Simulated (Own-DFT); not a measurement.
# A surface energy from a slab and the bulk: wurtzite AlN, m plane (10-10)

Calculated, not measured: single-point runs of Own-DFT, a retired in-house plane-wave DFT program that no person has reviewed, on unrelaxed cells, without spin or spin-orbit coupling.

Caveats (not all hold for every row): some atoms lie very close together; k mesh not checked against a denser one.

Both sets of runs: PBE; PseudoDojo norm-conserving scalar-relativistic files; cutoff 42 hartree; Gaussian smearing of 0.01 eV. The slab has 128 atoms in 16 layers, two equal faces of 62.02 Å² as cut, 15 Å of vacuum, a dipole correction along the normal and a 6 x 3 x 1 mesh. The bulk cell has 128 atoms, the same measured lattice constants and a 3 x 3 x 3 mesh. In the slab only the 32 atoms nearest the faces were moved at random; u is their rms move along one axis. Energies are counted from -174.06 eV for each atom.

```
slab run,u (Å),E (eV, cell)
1,0.0483,20.468
2,0.0503,21.521
3,0.0527,21.250
4,0.0581,21.583
5,0.0869,25.805
6,0.0873,26.063
7,0.1002,29.202
8,0.1011,30.986
9,0.1017,27.290
10,0.1033,26.600
11,0.1120,30.327
12,0.1188,31.191
```

```
bulk run,u (Å),E (meV/atom)
1,0.0184,-4.31
2,0.0200,-1.31
3,0.0203,-1.87
4,0.0207,-0.35
5,0.0210,-0.10
6,0.0953,293.07
7,0.0996,361.27
8,0.1031,322.35
9,0.1037,327.99
10,0.1053,317.27
```

The question: what is the energy of the unrelaxed surface?

## Worked answer

Take each set to u = 0 with E = a + b u². Rows are weighted down as u grows, with residuals divided by u² + 0.0006 Å². Slab: a = 18.62 ± 0.33 eV. Bulk: a = -15.0 ± 1.0 meV/atom. The excess is 18.62 - 128 x (-0.0150) = 20.53 ± 0.36 eV. Over two faces that is 166 meV/Å², or 2.65 ± 0.05 J/m². Relaxing the faces would lower the energy, and the unlike meshes and the reach from the smallest u down to zero add errors that aren't counted here.
